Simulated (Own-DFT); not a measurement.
# Same atoms, different arrangement: C34N2Si36, 72 atoms

These are calculations, not measurements. The program, named Own-DFT, is a retired in-house plane-wave density functional code that no person has reviewed. Each row is one single-point run on a periodic cell that was not relaxed, without spin or spin-orbit coupling.

Settings of every run: PBE; PseudoDojo norm-conserving scalar-relativistic files; cutoff 42 hartree; 4 x 4 x 3 k mesh centred on Gamma; Fermi-Dirac smearing of 0.1 eV.

Known limits: not probed for a lower state with spin; forces on such cells passed a denser k mesh, each cell not checked; stress not checked against mesh or cutoff.

All cells hold the same atoms in the same cell, with vectors in Å (9.248, 0.000, 0.000); (-4.624, 8.009, 0.000); (0.000, 0.000, 10.068). Every atom was moved at random from its ideal site; u is the rms move along one axis. The defect's site can differ from row to row. E is the free energy of the cell above the lowest run. The arrangements:

- A: 4H SiC, with two N on a C site each, 3.1 Å apart
- B: 2H SiC, with two N on a C site each, 3.1 Å apart

```
arrangement,u (Å),E (eV),P (GPa)
A,0.0301,0.020,2.69
A,0.0303,0.008,2.69
A,0.0305,0.000,2.74
A,0.0477,4.170,3.98
A,0.0512,4.234,4.37
A,0.0549,5.367,4.72
B,0.0274,0.456,2.77
B,0.0296,0.931,2.80
B,0.0299,0.987,2.96
B,0.0500,5.589,4.47
B,0.0523,5.598,4.69
B,0.0543,6.745,4.88
```

Question: once the cost of the random moves is taken out, how do the arrangements rank?

## Worked answer

Fit E = a + b u², with one b for all and one a for each arrangement, and with residuals divided by u², since the noise grows with the moves. Then b = 2717 eV/Å², the scatter at u = 0.04 Å is 0.20 eV, and against A:

- B: 0.99 ± 0.09 eV (higher)

These are energies of unrelaxed cells. Relaxing the atoms lowers the strained arrangements most, so the gaps would shrink and small ones could change sign.
